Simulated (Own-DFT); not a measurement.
# A change of arrangement and its cost: As32Ga32, 64 atoms

Calculated results; nothing here was measured. They come from Own-DFT, an in-house plane-wave density functional program, since retired, whose code no person has reviewed. Each row is one single-point run on a periodic cell that was not relaxed, without spin or spin-orbit coupling.

Settings of every run: PBE; PseudoDojo norm-conserving scalar-relativistic files; cutoff 42 hartree; 3 x 3 x 3 k mesh centred on Gamma; Fermi-Dirac smearing of 0.1 eV.

Known limits, some of them of some rows only: not probed for a lower state with spin; forces on such cells failed a check on a denser k mesh; forces not confirmed at this smearing and k mesh; stress not checked against mesh or cutoff.

All cells hold the same atoms in the same cell, with vectors in Å (11.307, 0.000, 0.000); (0.000, 11.307, 0.000); (0.000, 0.000, 11.307). Every atom was moved at random from its ideal site; u is the rms move along one axis. The defect's site can differ from row to row. E is the free energy of the cell above the lowest run. The arrangements:

- A: zincblende GaAs
- B: zincblende GaAs, with one As on a Ga site and one Ga on an As site, 2.4 Å apart

| arrangement | u (Å) | E (eV) | P (GPa) |
|---|---|---|---|
| A | 0.0205 | 0.000 | 3.51 |
| A | 0.0207 | 0.019 | 3.52 |
| A | 0.0215 | 0.023 | 3.52 |
| A | 0.0450 | 1.449 | 3.80 |
| A | 0.0539 | 2.353 | 4.00 |
| A | 0.0556 | 3.023 | 4.15 |
| B | 0.0283 | 3.077 | 3.90 |
| B | 0.0287 | 3.040 | 3.94 |
| B | 0.0311 | 3.156 | 3.95 |
| B | 0.0467 | 4.431 | 4.28 |
| B | 0.0515 | 4.850 | 4.31 |
| B | 0.0536 | 4.668 | 4.28 |

Question: once the cost of the random moves is taken out, how do the arrangements rank?

## Worked answer

Fit E = a + b u², with one b for all and one a for each arrangement, and with residuals divided by u², since the noise grows with the moves. Then b = 966 eV/Å², the scatter at u = 0.04 Å is 0.12 eV, and against A:

- B: 2.66 ± 0.04 eV (higher)

These are energies of unrelaxed cells. Relaxing the atoms lowers the strained arrangements most, so the gaps would shrink and small ones could change sign.
